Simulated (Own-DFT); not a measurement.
Simulation results for Al₃₁GaO₄₈ (corundum with substituted atoms, atoms displaced), Al₃₂O₄₇ (corundum with one vacancy, atoms displaced)

Computed with Own-DFT development build. A calculation, not a measurement: plane-wave PBE density functional theory by an unreviewed code, no spin, of a simulated periodic cell, stress positive in tension, free energy of the whole cell less one offset for each atom, defect cell not probed for a lower state with spin; oxygen file: force components 24 meV/angstrom off all-electron in one glass; forces on such cells passed a denser k mesh, this cell's mesh not checked; offsets are fitted by least squares, one for each functional and potential file, so energies compare only between cells with the same atoms and settings and are not formation energies; the far tail of each file's local potential was reset to the Coulomb form; each entry is a single point on an unrelaxed cell, so the pressure reflects the starting lattice, mostly measured values, from which strain is counted, and rises with the displacements; printed positions are rounded, which can move forces by about a meV/angstrom; the program is a retired in-house code; no spin-orbit coupling; before rounding, a Quantum ESPRESSO 7.3.1 run of the same cell and cutoff gave forces within 1 meV/angstrom rms on each cell, which checks the program and not the settings.

Settings shared by all entries: functional PBE; potential files PseudoDojo norm-conserving, scalar-relativistic, standard set; wave cutoff 72 hartree; occupations Fermi-Dirac; smearing width 0.1 eV; k mesh 3 x 3 x 3 centred on Gamma.

(1) 
```xyz
80
Lattice="5.4940 0.0000 8.6604 -2.7470 4.7579 8.6604 -2.7470 -4.7579 8.6604" Properties=species:S:1:pos:R:3:force_x:R:1:force_y:R:1:force_z:R:1 formula=Al31GaO48 free_energy_of_cell_above_offsets=-56.639 pressure=8.86 stress_xx=-9.06 stress_yy=-8.94 stress_zz=-8.59 stress_yz=-0.05 stress_xz=0.1 stress_xy=-0.37
Al    -0.0029    -0.0185     4.5270      0.329      0.684      1.136
Al     0.0016     0.0180     8.4285       0.28      0.213     -0.241
Al     0.0414     0.0155    11.0416     -0.809     -0.191      0.752
Al    -0.0357    -0.0153     1.9105      0.838      1.404      0.499
O     -0.1029     1.6796     7.5360     -0.659     -1.026      1.064
O      1.5031    -0.7080     7.5619     -0.613      -0.34      0.388
O     -1.3770    -0.9176     7.5808     -0.174      0.288     -0.148
O      0.1228    -1.6609     5.3689     -0.625      0.068      0.635
O     -1.4866     0.7441     5.4089       0.48     -0.133     -0.106
O      1.4200     0.9544     5.4194     -1.167     -0.167     -0.984
Al    -1.4167    -2.3460     8.9122      0.819     -0.195      0.422
Al    -1.3920    -2.3773    12.7622      0.582       0.69     -0.067
Al    -1.4122    -2.3485    15.4169      0.984     -1.068     -0.549
Al    -1.3691    -2.3457     6.2760      0.229     -0.514     -0.924
O     -1.5208    -0.7012    11.8684      0.731      -0.61      0.688
O      0.1426    -3.0912    11.9037     -0.601       -0.2     -0.067
O     -2.7345    -3.2811    11.8853       0.13     -0.627      0.178
O     -1.2560    -4.0533     9.7377     -1.102      0.562      0.836
O     -2.8974    -1.6308     9.7692       0.93     -0.262     -0.794
O     -0.0454    -1.4376     9.7515      0.656     -0.525     -0.128
Al    -1.4043     2.3998     8.8527      1.115     -0.232       1.05
Al    -1.3838     2.3814    12.7570      0.513     -0.865      0.147
Al    -1.3568     2.3958    15.4416      0.236     -0.209      -0.82
Al    -1.3751     2.4157     6.2682     -0.182     -1.077     -1.127
O     -1.4452     3.9949    11.9386     -0.716      0.972     -0.661
O      0.1601     1.6824    11.9080     -1.045     -0.786     -0.019
O     -2.7485     1.4387    11.8604      0.084      0.947      0.604
O     -1.3026     0.7418     9.7621      1.061      0.777     -1.315
O     -2.9067     3.1638     9.8119      0.916     -1.254     -1.869
O      0.0362     3.2355     9.7065     -0.758      0.095       0.75
Al    -2.7757    -0.0133    13.2242      0.641      0.176     -0.338
Ga    -2.7454     0.0078    17.0622     -0.425     -0.716      -0.38
Al    -2.7548     0.0040    19.7396       0.07     -0.589     -0.225
Al    -2.7491     0.0514    10.5247     -0.069     -1.042      1.445
O     -2.8551     1.6438    16.2315      -0.03      1.892     -0.574
O     -1.2880    -0.7783    16.2374      1.813      0.893     -0.219
O     -4.1261    -0.9435    16.1706     -1.119      0.213      0.719
O     -2.6536    -1.6296    14.1328      0.437      0.066     -1.217
O     -4.2211     0.6959    14.0765     -0.722      0.765      0.384
O     -1.3744     0.9125    14.1056     -0.183      0.071     -0.238
Al     2.7948    -0.0377     8.9076     -1.268      1.498      -0.76
Al     2.7601    -0.0099    12.7133     -0.455      0.904      0.746
Al     2.7073    -0.0179    15.3807      0.409      0.777     -0.343
Al     2.7447     0.0219     6.2345     -0.327     -0.323      0.123
O      2.6232     1.6814    11.9330      1.144     -0.458     -0.727
O      4.2345    -0.6944    11.9100      0.248     -0.383     -0.636
O      1.3959    -0.8979    11.8945     -0.179     -0.529     -0.118
O      2.8710    -1.5923     9.7329     -0.047      -1.68       0.78
O      1.2705     0.7013     9.7767      0.316      0.201     -0.621
O      4.1278     1.0028     9.7072      0.231     -1.851      0.683
Al     1.3895    -2.3800    13.2211     -0.512       0.48      0.016
Al     1.4350    -2.4397    17.0988     -1.966      1.479      -0.71
Al     1.4117    -2.3731    19.7148     -0.933      1.128      0.468
Al     1.3881    -2.4501    10.5767     -0.304      1.474      0.034
O      1.2519    -0.7642    16.2537       0.26      0.338     -0.422
O      2.9009    -3.0734    16.2369      -0.43     -0.828     -0.286
O     -0.0232    -3.3290    16.2126      0.817      0.542       0.72
O      1.4619    -4.0189    14.0648      0.699     -0.081      0.143
O     -0.1091    -1.5999    14.0824      0.046     -0.943      -0.67
O      2.7367    -1.3995    14.0160      0.562     -1.136       0.97
Al     1.3675     2.3458    13.2014      -0.43      0.429      0.671
Al     1.4240     2.3839    17.0750     -0.692       0.07     -0.073
Al     1.3941     2.3952    19.7047     -0.668     -0.565      0.829
Al     1.4222     2.3696    10.6255     -0.422      0.418      -1.05
O      1.2488     4.0276    16.2176       0.64     -0.076       0.46
O      2.8869     1.7153    16.2140     -0.544     -0.877      0.467
O      0.0535     1.4759    16.2838       -0.9     -0.342     -0.684
O      1.5219     0.7736    14.0740     -0.879     -1.042      0.774
O     -0.1163     3.0895    14.0786      0.134      0.294      0.229
O      2.7090     3.2713    14.0435      0.461      0.665      0.455
Al    -0.0073     0.0389    17.5172      0.513     -1.386      0.846
Al    -0.0259    -0.0469    21.4268      0.441      0.331     -0.509
Al    -0.0203    -0.0300    24.0482      0.258      0.651     -0.529
Al    -0.0279    -0.0341    14.9412      0.595      0.876     -0.782
O     -0.1229     1.6352    20.5714      0.576      0.178     -0.478
O      1.5008    -0.6971    20.5565     -0.648     -0.533      0.228
O     -1.4009    -0.9302    20.5654      0.308      0.541      0.066
O      0.1190    -1.6147    18.4185     -0.112     -0.216     -0.111
O     -1.4821     0.7184    18.3635      0.672      0.637      1.171
O      1.4020     0.9031    18.3580     -0.486      1.191     -0.056
```

Units: free_energy_of_cell_above_offsets in eV; pressure, stress_xx, stress_yy, stress_zz, stress_yz, stress_xz, stress_xy in GPa; force_x, force_y, force_z in eV/Å.

(2) 
```xyz
79
Lattice="5.4940 0.0000 8.6604 -2.7470 4.7579 8.6604 -2.7470 -4.7579 8.6604" Properties=species:S:1:pos:R:3:force_x:R:1:force_y:R:1:force_z:R:1 formula=Al32O47 free_energy_of_cell_above_offsets=-44.188 pressure=11.97 stress_xx=-10.58 stress_yy=-13.64 stress_zz=-11.68 stress_yz=0.62 stress_xz=-0.62 stress_xy=1.08
Al    -0.0723     0.0256     4.5581      2.146     -0.753     -0.905
Al    -0.0192     0.0372     8.4412     -0.833      0.744      0.102
Al    -0.0030    -0.0309    11.0659      1.879     -1.922      1.126
Al    -0.0423    -0.0404     1.9713     -0.293      0.991      -1.94
O     -0.1268     1.7197     7.5675     -0.285     -2.216      0.499
O      1.3594    -0.7312     7.6367      2.617      0.065     -0.939
O     -1.3275    -0.9996     7.5392     -0.199      2.338      0.959
O      0.0690    -1.5987     5.3201      0.655     -0.389      1.436
O     -1.3667     0.8044     5.4235     -2.386     -2.168     -0.323
O      1.3686     0.8914     5.4180     -0.156      -0.79       0.64
Al    -1.3743    -2.3855     8.9206     -0.571     -0.042     -0.799
Al    -1.4237    -2.4093    12.9549      2.344      2.365     -2.902
Al    -1.3704    -2.4575    15.4171      0.372       2.07      1.276
Al    -1.3307    -2.3586     6.2394     -1.834     -0.179       0.23
O     -1.3930    -0.6838    11.8728     -3.125     -0.646      1.154
O      0.0445    -3.1574    11.8995      0.009     -0.679      0.263
O     -2.6828    -3.2086    12.0039     -2.333     -1.281      -1.55
O     -1.2908    -4.0572     9.5934     -0.389      0.164      3.208
O     -3.0865    -1.5240     9.8571      3.305     -3.383     -2.571
O      0.0352    -1.4392     9.7133     -1.296     -0.485     -0.454
Al    -1.3056     2.4423     8.9627      0.159     -0.166     -3.014
Al    -1.4636     2.3848    12.7255        1.7     -1.017      1.649
Al    -1.3832     2.4983    15.4714     -0.962     -4.262     -1.673
Al    -1.4548     2.3353     6.0954      1.483      4.963      4.094
O     -1.5647     4.0096    11.8884      1.064      0.237      0.029
O      0.1752     1.5216    11.9134     -1.999      2.616      1.058
O     -2.8413     1.6768    11.9120       6.78      -5.95      4.714
O     -1.2134     0.7121     9.8228     -1.078      1.146     -1.758
O     -2.7425     3.1637     9.6066     -2.319     -0.407      3.097
O      0.0272     3.2981     9.7717      0.069      0.382      1.171
Al    -2.8862     0.0205    13.2300      1.773      0.858       0.43
Al    -2.7626     0.0791    17.1498      1.368     -1.605     -2.632
Al    -2.7852    -0.0963    19.7800      0.001      1.901     -0.659
Al    -2.7317    -0.0162    10.4769      0.913      1.309       2.42
O     -2.9052     1.5773    16.0934      1.533      1.593      1.094
O     -1.3335    -0.7740    16.1202      1.248      0.486       1.79
O     -4.0004    -0.9124    16.1971     -1.221      0.007      0.121
O     -2.6695    -1.5582    14.0539     -0.683      -1.48     -0.378
O     -4.4124     0.7450    14.1791      2.997      0.441     -2.695
O     -1.2668     0.9673    14.1302     -3.261      0.321     -2.462
Al     2.7168    -0.1288     8.9411      0.976      2.073      0.427
Al     2.8501     0.1420    12.8125     -3.143     -5.197     -0.548
Al     2.8121     0.0988    15.4609     -1.135     -2.458      0.211
Al     2.7309    -0.0704     6.2707      0.975      1.142      0.478
O      2.6090     1.6662    12.0855      1.625      2.353     -1.826
O      4.1820    -0.7912    11.9231      1.122      1.892     -0.154
O      1.4105    -0.9783    12.0022     -0.809      1.096     -1.554
O      2.7921    -1.6952     9.8232      1.248     -0.405     -1.888
O      1.1859     0.7908     9.7374      1.111     -2.243     -0.872
O      4.0956     0.8872     9.7291      0.371      0.112      1.738
Al     1.3932    -2.5303    13.3671     -0.118      5.067     -3.362
Al     1.3277    -2.3578    17.1891     -0.048     -1.298     -1.054
Al     1.3574    -2.2613    19.7963     -0.746      -0.73      0.243
Al     1.2648    -2.4557    10.5621      1.832     -0.499      2.143
O      1.3386    -0.7247    16.3182     -0.572      0.631     -0.614
O      2.9190    -3.1313    16.3444     -1.688       1.15     -0.227
O     -0.0163    -3.3588    16.2373      0.092     -0.327      0.231
O      1.5014    -4.0152    14.1688     -2.073     -1.721      0.692
O     -0.0683    -1.6699    14.0761     -0.906     -0.555      0.722
O      2.6564    -1.4048    14.1049       2.32      0.383      1.138
Al     1.3313     2.3678    13.2046      0.204      0.021      0.619
Al     1.2905     2.2362    17.0644      1.424      3.017     -0.658
Al     1.5895     2.2910    19.6837     -9.822      4.695     -4.399
Al     1.2034     2.2453    10.6707      3.219      2.641     -1.655
O      1.4266     4.0731    16.3974     -3.793     -1.658     -0.818
O      2.8674     1.7542    16.2304     -0.058     -2.011         -1
O     -0.0767     1.3028    16.1826      1.308      3.788      1.953
O      1.3687     0.7688    14.0040      3.902      0.396      0.819
O     -0.0590     2.9758    14.0881     -1.475      3.476      1.184
O      2.6248     3.4292    14.2541      0.267      -3.47     -3.433
Al    -0.0077     0.0730    17.5521     -2.041     -2.792      0.807
Al    -0.1429    -0.0150    21.5716      1.803      1.555     -3.165
Al     0.0113     0.0089    24.0596      1.172      0.688      4.471
Al     0.1057     0.0738    14.9007     -3.034     -3.551     -0.143
O     -0.1174     1.6194    20.5192     -0.075      -1.12      1.046
O      1.4488    -0.5010    20.4921     -0.275     -1.508      2.044
O     -1.3701    -0.8721    20.5524      -0.59     -1.633      1.138
O      0.0854    -1.7495    18.5265     -1.477      1.099     -0.768
O      1.4701     0.9115    18.2749     -0.284      0.728      1.126
```

Units: free_energy_of_cell_above_offsets in eV; pressure, stress_xx, stress_yy, stress_zz, stress_yz, stress_xz, stress_xy in GPa; force_x, force_y, force_z in eV/Å.

(3) 
```xyz
79
Lattice="5.4940 0.0000 8.6604 -2.7470 4.7579 8.6604 -2.7470 -4.7579 8.6604" Properties=species:S:1:pos:R:3 formula=Al32O47
Al    -0.1069     0.0511     4.5374
Al     0.0130    -0.1118     8.4856
Al     0.0246    -0.1191    10.9834
Al     0.0301    -0.1499     1.7030
O     -0.0416     1.5521     7.5913
O      1.6041    -0.7585     7.6213
O     -1.3670    -0.8710     7.5584
O     -0.0059    -1.7433     5.4056
O     -1.5442     0.7437     5.5063
O      1.2383     0.8674     5.3941
Al    -1.4056    -2.3909     9.0090
Al    -1.5085    -2.2972    12.7074
Al    -1.4036    -2.3312    15.4542
Al    -1.3603    -2.4596     6.1070
O     -1.4745    -0.5775    12.0162
O      0.1661    -3.0515    11.8769
O     -2.8132    -3.3212    11.9279
O     -1.1968    -3.9586     9.6990
O     -2.8802    -1.6398     9.6984
O     -0.0296    -1.3781     9.8638
Al    -1.4032     2.5513     8.9847
Al    -1.4392     2.4608    12.7147
Al    -1.3519     2.5372    15.2578
Al    -1.3212     2.4442     6.2457
O     -1.5363     3.9567    11.8511
O      0.1221     1.6174    12.0526
O     -2.7152     1.4845    11.8470
O     -1.1770     0.6433     9.6521
O     -2.8621     3.0752     9.7953
O      0.1279     3.2793     9.6599
Al    -2.8614     0.0150    13.0872
Al    -2.7781    -0.0360    17.2068
Al    -2.7525     0.0818    19.6701
Al    -2.6937     0.2432    10.5997
O     -2.8401     1.6392    16.2714
O     -1.2820    -0.6590    16.2087
O     -4.1921    -0.9867    16.0851
O     -2.5363    -1.6288    14.0850
O     -4.3335     0.7563    14.0500
O     -1.3467     0.9162    14.1632
Al     2.7663     0.0510     9.0576
Al     2.7685     0.0150    12.8155
Al     2.6416    -0.0430    15.4273
Al     2.7383     0.0169     6.2530
O      2.5728     1.5836    11.9391
O      4.2958    -0.8931    11.9821
O      1.4938    -0.8051    11.8926
O      2.8362    -1.7504     9.7341
O      1.2203     0.7483     9.7702
O      4.1171     0.8385     9.7721
Al     1.3025    -2.4198    13.2535
Al     1.2762    -2.4043    17.1460
Al     1.3595    -2.4957    19.8156
Al     1.2558    -2.2950    10.6033
O      1.3083    -0.6830    16.2725
O      2.7796    -3.0839    16.1083
O     -0.0307    -3.3758    16.1786
O      1.3700    -4.0713    14.0359
O     -0.0083    -1.5915    13.9615
O      2.7505    -1.3258    14.2631
Al     1.3442     2.3229    13.2772
Al     1.3813     2.2712    17.0904
Al     1.3289     2.3845    19.7973
Al     1.3194     2.5537    10.4912
O      1.2458     4.0318    16.3517
O      2.8280     1.5396    16.3549
O      0.0229     1.4627    16.2869
O      1.4913     0.8110    13.9444
O      2.8218     3.2387    13.9928
Al    -0.0584     0.0106    17.6767
Al    -0.0608     0.1143    21.2790
Al     0.0019     0.0127    24.0855
Al     0.0429     0.1112    14.9860
O     -0.2574     1.7463    20.5710
O      1.6301    -0.6828    20.5309
O     -1.4463    -0.9619    20.6543
O      0.0163    -1.6367    18.3963
O     -1.3572     0.7031    18.3037
O      1.4251     0.9650    18.2985
```

To be estimated
1. Estimate the stress zz of Al₃₂O₄₇ (corundum with one vacancy, atoms displaced) (entry 3).
2. Give the missing stress xx for Al₃₂O₄₇ (corundum with one vacancy, atoms displaced) (entry 3).
3. Al₃₂O₄₇ (corundum with one vacancy, atoms displaced) (entry 3): stress yy?

## Answers
1. -10.69 GPa
2. -13.99 GPa
3. -14.55 GPa

Further results for Al₃₂O₄₇ (corundum with one vacancy, atoms displaced) (entry 3):

- free energy of cell above offsets: -43.165 eV
- pressure: 13.08 GPa
- stress yz: -0.71 GPa
- stress xz: -0.25 GPa
- stress xy: 1.08 GPa

Force:
```tsv
element	x (eV/Å)	y (eV/Å)	z (eV/Å)
Al	0.354	-0.89	1.413
Al	-0.003	1.947	-3.468
Al	0.23	5.508	4.658
Al	-0.5	3.856	3.968
O	-0.744	2.142	-0.075
O	-2.141	0.212	0.745
O	0.832	-1.551	1.342
O	2.757	2.09	-2.068
O	1.235	0.312	-1.767
O	1.639	0.686	-0.285
Al	-0.228	3.055	-4.661
Al	2.066	-0.283	1.608
Al	0.543	-0.68	-0.727
Al	-1.966	2.133	4.651
O	0.521	-1.63	-1.962
O	-2.545	-0.768	-0.742
O	1.098	-0.246	-0.421
O	-0.954	-3.219	1.991
O	-0.654	-0.631	1.446
O	-0.714	-3.805	-2.386
Al	0.778	-5.598	-3.25
Al	2.171	-2.489	1.636
Al	0.284	-2.474	1.548
Al	-0.406	-3.042	-0.341
O	1.172	2.726	-2.11
O	-1.541	0.835	-2.375
O	-1.173	1.085	0.74
O	-1.871	2.327	2.24
O	0.29	-1.777	-1.429
O	-5.083	2.939	-1.181
Al	3.05	0.755	4.488
Al	2.456	2.201	-5.8
Al	0.515	-0.754	3.257
Al	0.585	-3.615	-2.583
O	-0.776	0.004	0.581
O	-0.02	-1.309	0.894
O	1.978	1.305	4.296
O	-1.755	0.591	-0.338
O	0.591	-1.68	-2.252
O	-1.537	1.172	-1.464
Al	-2.127	-2.872	-2.719
Al	-0.444	-0.162	0.581
Al	3.524	2.017	0.96
Al	-1.266	-1.298	0.297
O	2.156	1.623	-1.85
O	-1.1	2.715	0.312
O	-1.667	-2.036	-1.041
O	0.065	1.322	1.065
O	1.245	0.365	-0.11
O	1.244	1.647	0.847
Al	1.396	1.431	0.803
Al	1.629	1.081	-2.435
Al	-1.045	1.698	-0.573
Al	3.838	-0.67	-0.165
O	-3.111	-1.57	1.294
O	0.083	-0.494	2.092
O	0.592	2.144	1.582
O	1.692	0.361	-0.695
O	-2.365	0.306	1.924
O	-0.89	-3.266	-4.263
Al	-0.453	2.83	-1.181
Al	-1.042	1.898	-1.604
Al	-1.518	-0.376	-1.505
Al	2.09	-5.744	4.852
O	1.792	-0.121	-0.668
O	0.956	1.76	-0.746
O	-0.554	0.15	-1.207
O	-0.606	-3.519	4.261
O	-0.758	1.339	0.093
Al	4.953	-0.928	-4.74
Al	-0.173	-2.488	2.279
Al	-2.304	-0.25	-1.273
Al	-0.591	-0.75	-1.001
O	2.349	-1.321	-0.027
O	-3.707	-0.715	-1.303
O	0.158	1.735	-2.291
O	2.07	-0.393	0.005
O	-6.259	2.588	4.752
O	-0.385	-1.479	3.581
```
